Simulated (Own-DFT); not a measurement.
Si3N4 (beta silicon nitride, strained, atoms displaced), SiC (2H silicon carbide, atoms displaced), GaN (wurtzite, strained, atoms displaced), GaP (zincblende, atoms displaced) (calculated)

All values are calculated (Own-DFT development build). A calculation, not a measurement: plane-wave PBE density functional theory by an unreviewed code, no spin, of a simulated periodic cell, stress positive in tension, free energy of the whole cell less one offset for each atom, forces on such cells passed a denser k mesh, this cell's mesh not checked; offsets are fitted by least squares, one for each functional and potential file, so energies compare only between cells with the same atoms and settings and are not formation energies; the far tail of each file's local potential was reset to the Coulomb form; each entry is a single point on an unrelaxed cell, so the pressure reflects the starting lattice, mostly measured values (interpolated for alloys), from which strain is counted, and rises with the displacements; printed positions are rounded, which can move forces by about a meV/angstrom; the program, named Own-DFT, is a retired in-house code; no spin-orbit coupling.

Common to all runs: functional PBE.

(1) Si3N4 (beta silicon nitride, strained, atoms displaced)

```xyz
42
Lattice="7.6246 -0.0845 -0.0843 -3.8854 6.5990 -0.0001 -0.0967 -0.0560 8.8271" Properties=species:S:1:pos:R:3 Si3N4
Si    -1.6335     5.0647     0.7710
Si     0.1280     2.6512     0.7246
Si     1.3173     5.4010     0.7075
Si     5.3993     1.3405     2.1465
Si     3.5940     3.8095     2.1210
Si     2.3774     1.1411     2.1118
N      2.3908     0.1756     0.6641
N      6.2575     1.9230     0.6412
N      2.7649     4.2831     0.6588
N      1.2539     6.3536     2.1841
N     -2.5850     4.6167     2.2731
N      0.9915     2.1608     2.1304
N     -0.0539     4.4278     0.7165
N      3.7951     2.1197     2.2360
Si    -1.7407     4.9672     3.7068
Si     0.0886     2.6163     3.6827
Si     1.2583     5.3458     3.7283
Si     5.3218     1.3752     5.1009
Si     3.4702     3.8375     5.0576
Si     2.4359     1.1105     5.0914
N      2.3091     0.1505     3.5937
N      6.1987     1.9045     3.5388
N      2.6498     4.3505     3.6107
N      1.2232     6.2805     5.0934
N     -2.5123     4.5872     5.1392
N      1.0281     2.1253     5.1657
N     -0.0266     4.3964     3.6642
N      3.7493     2.0398     5.0664
Si    -1.7370     5.0172     6.6490
Si    -0.0041     2.5499     6.5388
Si     1.2225     5.3112     6.6508
Si     5.2990     1.4690     8.0562
Si     3.5122     3.9172     7.9606
Si     2.3990     1.0466     8.1593
N      2.4026     0.1366     6.6208
N      6.1667     1.8347     6.5333
N      2.7467     4.3210     6.5124
N      1.3145     6.2883     8.0323
N     -2.6448     4.5507     8.0771
N      0.9610     2.1574     8.0040
N     -0.1245     4.3251     6.6209
N      3.7777     2.0453     8.1032
```

It was run with potential files PseudoDojo norm-conserving, scalar-relativistic, standard set, wave cutoff 42 hartree, occupations Fermi-Dirac, smearing width 0.1 eV and k mesh 3 x 3 x 3 centred on Gamma.

The calculation gives: free energy of cell above offsets -3.228 eV; pressure 6.21 GPa; stress xx -13.46 GPa; stress yy -6.87 GPa; stress zz 1.71 GPa; stress yz -2.52 GPa; stress xz -4.17 GPa; stress xy -10.35 GPa.

Force:
| element | x (eV/Å) | y (eV/Å) | z (eV/Å) |
| --- | --- | --- | --- |
| Si | -1.452 | -0.611 | -0.158 |
| Si | 4.15 | 1.223 | -1.803 |
| Si | 2.022 | -0.104 | -0.105 |
| Si | -0.743 | 4.101 | -1.013 |
| Si | -4.11 | -0.551 | 0.47 |
| Si | 0.014 | -0.692 | 2.182 |
| N | -0.26 | -1.339 | 2.654 |
| N | -2.704 | -1.333 | 1.368 |
| N | -1.016 | 1.542 | -0.28 |
| N | 0.467 | -3.689 | -0.06 |
| N | 3.765 | 1.245 | -2.06 |
| N | -0.983 | 0.261 | 1.29 |
| N | -1.037 | -1.682 | 0.124 |
| N | 0.53 | -0.593 | -0.8 |
| Si | 2.476 | 2.485 | -0.7 |
| Si | 4.456 | 1.089 | -0.545 |
| Si | 2.329 | 1.454 | -2.799 |
| Si | 0.136 | 0.478 | -1.298 |
| Si | 0.765 | -1.006 | -0.863 |
| Si | -3.286 | -3.282 | 0.523 |
| N | 0.082 | -0.186 | 0.46 |
| N | -1.818 | -1.206 | 2.369 |
| N | 1.614 | -0.673 | -0.358 |
| N | 0.728 | 0.552 | 2.412 |
| N | -1.253 | -0.968 | 1.283 |
| N | -2.336 | 0.671 | -1.207 |
| N | -4.791 | -3.595 | -0.068 |
| N | 2.369 | 3.81 | 0.207 |
| Si | 0.819 | 0.871 | -0.688 |
| Si | 6.869 | 2.01 | 1.532 |
| Si | 1.488 | 0.483 | -2.03 |
| Si | 1.473 | -1.981 | -1.076 |
| Si | -4.605 | -4.319 | 2.047 |
| Si | -1.738 | 2.274 | -4.845 |
| N | -0.369 | -0.036 | -0.051 |
| N | -3.975 | -1.492 | 0.305 |
| N | -2.058 | 1.212 | 0.287 |
| N | 0.13 | 0.441 | 1.318 |
| N | 6.245 | 2.454 | 0.864 |
| N | -0.844 | -0.517 | 1.518 |
| N | -1.521 | -1.576 | -0.066 |
| N | -2.028 | 2.774 | -0.341 |

(2) SiC (2H silicon carbide, atoms displaced)

```xyz
32
Lattice="6.1654 0.0000 0.0000 -3.0827 5.3394 0.0000 0.0000 0.0000 10.0681" Properties=species:S:1:pos:R:3 SiC
Si    -0.0059     0.0125     0.0115
Si    -0.0293     1.7961     2.4733
C      6.1522     0.0048     1.8636
C      0.0492     1.7651     4.4188
Si    -0.0043     0.0168     5.0389
Si     0.0228     1.8148     7.5296
C      0.0188     0.0131     6.8929
C      0.0193     1.7694     9.4707
Si    -1.5104     2.6887    10.0405
Si    -1.5341     4.4505     2.4810
C     -1.5395     2.7049     1.8679
C     -1.5713     4.4513     4.3936
Si     4.6013     2.6267     5.0937
Si    -1.5103     4.4119     7.5258
C     -1.5244     2.6688     6.9032
C     -1.5729     4.4288     9.4556
Si     0.0080     5.2954     0.0093
Si     3.0840     1.7775     2.5378
C      0.0054     5.3331     1.9395
C      3.0653     1.7699     4.4175
Si     0.0062     5.3222     5.0088
Si     3.0695     1.7981     7.5294
C      3.0897     0.0242     6.9019
C      3.0955     1.7990     9.4161
Si     1.5221     2.6738    10.0034
Si     1.5274     4.4072     2.5217
C      1.5045     2.6658     1.8814
C      1.5083     4.4779     4.4457
Si     1.5538     2.6533     5.0210
Si     1.5196     4.4129     7.5517
C      1.5255     2.7031     6.9202
C      1.5289     4.4274     9.4415
```

It was run with potential files PseudoDojo norm-conserving, scalar-relativistic, standard set, wave cutoff 42 hartree, occupations Fermi-Dirac, smearing width 0.1 eV, hardware one NVIDIA H100 and k mesh 5 x 5 x 3 centred on Gamma.

It finds free energy of cell above offsets -4.916 eV; pressure 3.65 GPa; stress xx -2.4 GPa; stress yy -3.62 GPa; stress zz -4.91 GPa; stress yz -0.57 GPa; stress xz 0.19 GPa; stress xy 0.18 GPa; wall time 133.5 s.

Force:
| element | x (eV/Å) | y (eV/Å) | z (eV/Å) |
| --- | --- | --- | --- |
| Si | -0.195 | -0.678 | -0.455 |
| Si | 0.315 | -0.462 | 0.958 |
| C | -0.161 | -0.194 | 0.663 |
| C | -1.424 | 0.456 | -0.545 |
| Si | 0.18 | -0.48 | -0.474 |
| Si | -0.39 | -1.406 | 0.443 |
| C | -0.225 | -0.369 | 1.279 |
| C | -0.536 | 0.198 | -1.315 |
| Si | -0.908 | -0.71 | 0.445 |
| Si | -0.637 | 0.315 | 0.95 |
| C | -0.491 | -0.764 | 0.094 |
| C | 0.331 | -0.712 | 0.194 |
| Si | 0.868 | 0.926 | -2.33 |
| Si | -0.674 | 1.461 | 0.2 |
| C | -0.334 | -0.286 | 1.161 |
| C | 0.77 | 0.63 | -0.697 |
| Si | -0.461 | 1.175 | -0.044 |
| Si | -0.199 | 0.415 | -0.721 |
| C | 0.142 | 0.221 | -1.037 |
| C | 0.593 | 0.017 | 0.099 |
| Si | -1.253 | 0.135 | 0.349 |
| Si | 0.275 | -0.388 | 0.336 |
| C | -0.08 | -0.483 | 0.368 |
| C | -0.042 | -0.687 | 0.381 |
| Si | 1.091 | -0.384 | 1.47 |
| Si | 0.401 | 0.777 | 0.294 |
| C | 0.833 | -0.309 | -0.328 |
| C | 1.162 | -0.998 | -0.962 |
| Si | -0.41 | 0.839 | 0.123 |
| Si | 0.701 | 1.955 | -0.338 |
| C | 0.556 | -0.777 | -0.277 |
| C | 0.202 | 0.568 | -0.282 |

(3) GaN (wurtzite, strained, atoms displaced)

```xyz
96
Lattice="12.7560 0.0000 0.0000 -4.7835 8.2853 0.0000 0.0000 0.0000 10.6292" Properties=species:S:1:pos:R:3 GaN
Ga    -0.0235     1.8913     0.0145
Ga     1.6676     0.9764     2.5629
N     -0.0210     1.9477     2.0012
N      1.5443     0.8495     4.7381
Ga    -0.0101     1.7761     5.3573
Ga     1.6250     0.9440     7.9308
N     -0.0027     1.7632     7.2781
N      1.5754     0.9426    10.0707
Ga    -1.5949     4.6446     0.0373
Ga    -0.0142     3.6451     2.7036
N     -1.5432     4.6073     2.0302
N      0.0389     3.7063     4.6392
Ga    -1.6504     4.4951     5.3244
Ga    -0.0092     3.7184     8.0257
N     -1.5817     4.6111     7.3864
N      0.0217     3.6340     9.9628
Ga    -3.1224     7.4011     0.0454
Ga    -1.5343     6.4556     2.7097
N     -3.1963     7.3823     2.1000
N     -1.6149     6.4295     4.7374
Ga    -3.1448     7.4264     5.2641
Ga    -1.5344     6.4131     8.0137
N     -3.1734     7.3082     7.2489
N     -1.5724     6.4246     9.9935
Ga     3.2364     1.7982    10.5522
Ga     4.8365     0.9742     2.5905
N      3.2080     1.8500     2.0195
N      4.7959     0.8899     4.6645
Ga     3.1749     1.8252     5.3015
Ga     4.8584     0.9641     7.9271
N      3.1835     1.7617     7.3253
N      4.8594     1.0328     9.9457
Ga     1.6371     4.6737    10.5166
Ga     3.2652     3.5944     2.6081
N      1.5996     4.5219     2.0290
N      3.2086     3.6366     4.7019
Ga     1.6138     4.6089     5.3834
Ga     3.2414     3.6671     7.9686
N      1.5868     4.5873     7.3574
N      3.1093     3.5931     9.9336
Ga    -0.0580     7.3633     0.0157
Ga     1.6946     6.4592     2.6750
N      0.0574     7.4601     2.0691
N      1.6003     6.4203     4.7130
Ga     0.0034     7.4741     5.2857
Ga     1.6487     6.4169     7.9234
N      0.0059     7.3746     7.3158
N      1.6460     6.4632     9.9805
Ga     6.3625     1.8064    10.6290
Ga     8.0240     0.9768     2.6267
N      6.2910     1.7766     1.9533
N      7.8186     0.9462     4.6006
Ga     6.4043     1.8614     5.3042
Ga     7.8883     0.8968     8.0404
N      6.2956     1.9121     7.3728
N      8.0266     0.9223     9.9940
Ga     4.8515     4.6344     0.0260
Ga     6.4075     3.6343     2.6960
N      4.8121     4.6774     1.9723
N      6.3762     3.6484     4.7028
Ga     4.8066     4.5796     5.2770
Ga     6.3899     3.7384     7.9923
N      4.8185     4.6133     7.2892
N      6.3114     3.6589    10.0279
Ga     3.2004     7.3591    10.6128
Ga     4.7645     6.4724     2.6471
N      3.2938     7.3592     1.9334
N      4.8327     6.4324     4.6450
Ga     3.2490     7.4255     5.3309
Ga     4.7125     6.4072     7.9402
N      3.2425     7.3291     7.3563
N      4.7952     6.4827     9.9922
Ga     9.6154     1.8193     0.0510
Ga    11.1511     0.8927     2.6378
N      9.5855     1.9074     2.0271
N     11.1513     0.9158     4.6313
Ga     9.5317     1.8897     5.3171
Ga    11.1151     0.9510     7.8975
N      9.6103     1.8507     7.3133
N     11.1729     0.8170     9.9835
Ga     7.9771     4.6899     0.0152
Ga     9.5604     3.6203     2.7014
N      8.0064     4.6208     1.9650
N      9.5721     3.7220     4.6644
Ga     7.9815     4.6183     5.2957
Ga     9.5101     3.6812     7.9368
N      8.0090     4.6030     7.3407
N      9.6184     3.7516     9.9228
Ga     6.3580     7.4237     0.0324
Ga     7.9896     6.4152     2.5742
N      6.3800     7.4275     2.0419
N      8.0813     6.4611     4.6292
Ga     6.4431     7.3732     5.3374
Ga     7.9030     6.4921     8.0516
N      6.3784     7.3555     7.3408
N      7.9347     6.5039    10.0190
```

Settings of this run: potential files PseudoDojo norm-conserving, scalar-relativistic, standard set with the stringent files for Ga, wave cutoff 96 hartree, occupations Gaussian, smearing width 0.01 eV and k mesh 3 x 4 x 3 centred on Gamma.

The calculation gives: free energy of cell above offsets -5.575 eV; pressure 2.44 GPa; stress xx -4.67 GPa; stress yy -6.5 GPa; stress zz 3.86 GPa; stress yz 0.31 GPa; stress xz 0.09 GPa; stress xy 0.09 GPa.

Force:
| element | x (eV/Å) | y (eV/Å) | z (eV/Å) |
| --- | --- | --- | --- |
| Ga | 0.065 | -0.912 | 0.322 |
| Ga | -1.979 | -0.543 | 1.446 |
| N | 0.065 | -2.532 | -0.377 |
| N | 0.875 | 2.846 | -1.991 |
| Ga | 0.104 | 1.099 | -0.765 |
| Ga | -0.88 | -1.649 | 0.73 |
| N | -0.08 | 1.249 | 0.873 |
| N | 0.46 | -0.439 | -1.1 |
| Ga | 0.516 | -1.202 | 0.242 |
| Ga | 0.766 | 1.575 | 0.19 |
| N | -1.05 | 0.224 | -0.179 |
| N | -0.634 | -0.877 | 1.081 |
| Ga | 2.329 | 2.18 | 0.877 |
| Ga | -0.133 | -1.185 | -0.448 |
| N | -0.328 | -0.789 | -1.061 |
| N | -0.396 | 1.641 | -0.015 |
| Ga | -1.072 | -0.191 | 0.189 |
| Ga | -0.225 | -0.103 | 0.671 |
| N | 1 | 0.072 | -1.459 |
| N | 1.118 | -0.326 | -0.961 |
| Ga | -0.018 | -2.405 | 1.358 |
| Ga | -1.056 | 0.856 | -0.96 |
| N | -0.163 | 0.463 | 1.551 |
| N | -0.184 | 0.729 | -0.103 |
| Ga | -0.772 | 0.632 | 0.761 |
| Ga | -2.059 | -1.146 | 2.071 |
| N | 0.979 | -0.752 | -1.272 |
| N | -0.064 | 2.323 | -0.88 |
| Ga | -0.129 | -0.541 | 0.414 |
| Ga | -2.156 | -1.489 | 0.89 |
| N | 0.923 | 1.428 | -0.465 |
| N | -1.4 | -2.496 | -0.546 |
| Ga | -0.541 | -1.771 | 1.845 |
| Ga | -0.973 | 2.359 | 0.804 |
| N | 0.714 | 1.278 | -0.667 |
| N | 0.042 | 0.489 | -0.686 |
| Ga | -0.258 | -0.283 | -0.697 |
| Ga | -0.472 | -0.569 | 0.009 |
| N | 0.626 | -0.226 | -0.269 |
| N | 1.533 | 1.404 | -0.021 |
| Ga | 1.619 | 0.724 | 0.33 |
| Ga | -0.701 | -0.951 | 0.16 |
| N | -0.21 | -1.689 | -1.129 |
| N | 0.715 | 0.953 | -0.384 |
| Ga | -0.2 | -3.014 | 0.88 |
| Ga | -1.156 | 0.521 | 0.486 |
| N | 0.883 | 0.147 | 0.156 |
| N | -1.085 | 0.743 | -0.776 |
| Ga | 1.484 | 0.995 | 0.282 |
| Ga | -1.172 | -1.065 | -0.111 |
| N | 3.305 | 1.993 | -0.111 |
| N | 2.941 | -0.482 | -0.028 |
| Ga | -1.949 | -0.121 | 1.215 |
| Ga | 0.989 | 0.583 | -0.414 |
| N | 2.62 | -0.014 | -1.382 |
| N | -0.67 | 0.256 | 0.051 |
| Ga | -1.592 | 0.039 | -0.238 |
| Ga | -0.354 | 0.759 | -0.758 |
| N | 0.306 | -1.385 | 0.706 |
| N | 0.644 | 0.631 | -1.033 |
| Ga | -0.633 | 0.395 | 0.484 |
| Ga | 0.103 | -0.025 | 0.623 |
| N | -0.431 | -0.294 | -0.159 |
| N | 1.768 | 0.334 | -0.871 |
| Ga | 0.382 | 0.156 | 0.202 |
| Ga | 1.262 | -0.31 | 0.703 |
| N | -1.428 | 1.235 | 0.587 |
| N | -0.313 | 0.424 | 0.119 |
| Ga | -0.626 | -1.075 | -0.266 |
| Ga | 2.25 | 0.129 | 1.196 |
| N | -1.331 | 1.541 | -1.086 |
| N | -0.071 | -0.804 | -0.712 |
| Ga | 0.099 | 0.98 | -1.058 |
| Ga | 1.028 | 1.25 | 0.827 |
| N | -0.136 | -1.379 | -0.581 |
| N | -0.731 | 0.274 | 0.22 |
| Ga | 0.217 | -0.995 | -0.01 |
| Ga | 1.202 | -1.084 | 1.353 |
| N | -2.152 | 0.055 | -0.662 |
| N | -0.129 | 3.055 | -0.795 |
| Ga | 0.073 | -1.311 | -0.593 |
| Ga | 0.73 | 2.508 | -0.343 |
| N | -0.338 | -1.127 | 0.599 |
| N | -1.195 | -1.314 | -0.495 |
| Ga | -0.138 | 0.989 | 0.675 |
| Ga | 1.491 | 0.194 | 1.078 |
| N | -1.304 | 0.56 | -0.662 |
| N | -0.954 | -0.93 | 0.788 |
| Ga | 0.031 | -1.608 | 0.647 |
| Ga | -0.31 | 0.891 | 1.583 |
| N | 0.049 | -1.407 | -0.859 |
| N | -1.685 | -0.644 | -0.308 |
| Ga | 0.153 | -0.525 | -0.278 |
| Ga | 1.709 | -0.182 | -0.686 |
| N | -0.939 | 0.132 | -0.595 |
| N | 0.791 | -0.133 | 0.036 |

(4) GaP (zincblende, atoms displaced)

```xyz
64
Lattice="10.9010 0.0000 0.0000 0.0000 10.9010 0.0000 0.0000 0.0000 10.9010" Properties=species:S:1:pos:R:3 GaP
Ga     0.0168     0.0064    10.8676
Ga     0.0612     2.7273     2.7587
Ga     2.6527    10.7626     2.9097
Ga     2.5549     2.7445     0.0843
P      1.2717     1.4897     1.3916
P      1.4732     4.0647     4.1718
P      4.0852     1.3988     3.8836
P      4.0469     4.0213     1.5456
Ga    10.8659     0.1364     5.3754
Ga    10.6809     2.8066     8.2494
Ga     2.8011    10.8154     8.2082
Ga     2.6599     2.6877     5.4059
P      1.4564     1.3203     6.6662
P      1.4254     4.0566     9.5227
P      4.0148     1.5554     9.3354
P      4.0860     4.2782     6.8119
Ga    10.7828     5.4287    10.8054
Ga     0.0776     8.1798     2.7229
Ga     2.5834     5.5826     2.6071
Ga     2.6511     8.1574    10.8075
P      1.3486     6.8472     1.2742
P      1.2459     9.6865     3.9276
P      4.0919     6.8415     3.9451
P      3.9634     9.7045     1.4718
Ga     0.0663     5.2336     5.4659
Ga    10.8466     8.3670     8.2177
Ga     2.8509     5.3125     8.3093
Ga     2.9304     8.2552     5.4906
P      1.4424     6.7608     6.7896
P      1.5949     9.5942     9.6136
P      4.0660     6.8174     9.6765
P      4.0726     9.5729     6.7730
Ga     5.3774    10.8293    10.8521
Ga     5.3756     2.6205     2.7788
Ga     8.0921    10.8188     2.7657
Ga     8.2497     2.6672     0.0488
P      6.8625     1.3382     1.2628
P      6.8916     4.1517     3.8577
P      9.5159     1.2657     4.0071
P      9.7038     3.9932     1.3149
Ga     5.5212     0.0073     5.5612
Ga     5.2973     2.8238     8.2007
Ga     8.2459     0.0453     8.0085
Ga     8.0385     2.6498     5.5443
P      6.8305     1.4722     6.8300
P      6.8435     4.0133     9.7788
P      9.7671     1.3118     9.3897
P      9.4859     4.0370     6.7870
Ga     5.6412     5.3653    10.8229
Ga     5.3598     8.1784     2.6229
Ga     7.9735     5.3726     2.4751
Ga     8.1814     8.3348    10.7008
P      6.8268     6.8051     1.3059
P      6.9172     9.4442     3.9972
P      9.5357     6.9127     3.8934
P      9.7189     9.4984     1.6297
Ga     5.4717     5.4719     5.3619
Ga     5.5658     8.1118     8.2001
Ga     8.3017     5.4386     8.1576
Ga     8.1930     8.3619     5.7169
P      6.8219     6.8060     7.0702
P      6.6284     9.4323     9.5926
P      9.4055     6.7189     9.4512
P      9.4983     9.5802     6.6542
```

Here we set potential files PseudoDojo norm-conserving, scalar-relativistic, standard set, wave cutoff 42 hartree, occupations Fermi-Dirac, smearing width 0.1 eV, hardware one NVIDIA H100 and k mesh 3 x 3 x 3 centred on Gamma.

It finds free energy of cell above offsets -22.746 eV; pressure 5.61 GPa; stress xx -5.6 GPa; stress yy -6.16 GPa; stress zz -5.07 GPa; stress yz 1.39 GPa; stress xz 1 GPa; stress xy -0.91 GPa; wall time 576.6 s.

Force:
| element | x (eV/Å) | y (eV/Å) | z (eV/Å) |
| --- | --- | --- | --- |
| Ga | 0.542 | -0.362 | 1.452 |
| Ga | -0.48 | 0.404 | 1.237 |
| Ga | 1.488 | 3.384 | -2.214 |
| Ga | 1.76 | 0.301 | -0.036 |
| P | 0.72 | -2.483 | -0.217 |
| P | -0.864 | 0.616 | -1.939 |
| P | -1.244 | -2.027 | 3.732 |
| P | -0.133 | 0.917 | -1.934 |
| Ga | 0.617 | -0.625 | 0.084 |
| Ga | 3.263 | 1.221 | -1.704 |
| Ga | -0.009 | 1.602 | -1.176 |
| Ga | 2.267 | -0.014 | 0.115 |
| P | -1.175 | -0.324 | 2.025 |
| P | -1.702 | 0.217 | -0.099 |
| P | -1.171 | -2.36 | 2.812 |
| P | 0.632 | -1.874 | -1.295 |
| Ga | 1.226 | 0.282 | 0.042 |
| Ga | 1.215 | -1.788 | 0.549 |
| Ga | 1.185 | -1.376 | 1.058 |
| Ga | 1.495 | -0.492 | 2.138 |
| P | -1.313 | 0.132 | -0.688 |
| P | -1.054 | -2.552 | 3.667 |
| P | -0.399 | -0.048 | 1.058 |
| P | 0.745 | -1.635 | -1.785 |
| Ga | -0.609 | 2.322 | -0.325 |
| Ga | 0.938 | -1.387 | -0.433 |
| Ga | -0.987 | 2.23 | -0.108 |
| Ga | -2.258 | -1.549 | -1.633 |
| P | -0.28 | 0.558 | 0.622 |
| P | -3.091 | 0.582 | -0.876 |
| P | 1.262 | -0.769 | -1.09 |
| P | 1.972 | 0.127 | 1.464 |
| Ga | -0.605 | 1.721 | 0.376 |
| Ga | 2.395 | 1.632 | -1.883 |
| Ga | 0.861 | 0.922 | -1.265 |
| Ga | 1.097 | -0.554 | -0.288 |
| P | -0.74 | -0.84 | 0.827 |
| P | -1.608 | -2.089 | 3.116 |
| P | -0.958 | 1.886 | 0.324 |
| P | -1.59 | 0.698 | 0.396 |
| Ga | -0.128 | 0.156 | -1.922 |
| Ga | 2.257 | 1.418 | -1.045 |
| Ga | -0.493 | 0.022 | 1.284 |
| Ga | 1.946 | 1.539 | -3.048 |
| P | -2.045 | -1.176 | 1.717 |
| P | 1.451 | -1.363 | -3.76 |
| P | -3.118 | -1.814 | 1.792 |
| P | -0.337 | 0.094 | -0.417 |
| Ga | -3.01 | 1.921 | 2.447 |
| Ga | 0.851 | 0.288 | -0.193 |
| Ga | 3.474 | 0.888 | -0.096 |
| Ga | 1.161 | -1.328 | 2.455 |
| P | -0.695 | 1.778 | -1.336 |
| P | -1.885 | -0.487 | 1.983 |
| P | -0.824 | -1.763 | 2.07 |
| P | -2.474 | 1.878 | -4.135 |
| Ga | 0.555 | 0.51 | -0.197 |
| Ga | -3.126 | 0.353 | 0.443 |
| Ga | -1.961 | -1.779 | -0.352 |
| Ga | -2.882 | -4.194 | -3.611 |
| P | 0.98 | -1.038 | -3.267 |
| P | 1.329 | 2.198 | -1.045 |
| P | 2.019 | 2.664 | 1.356 |
| P | 3.549 | 2.626 | 2.768 |
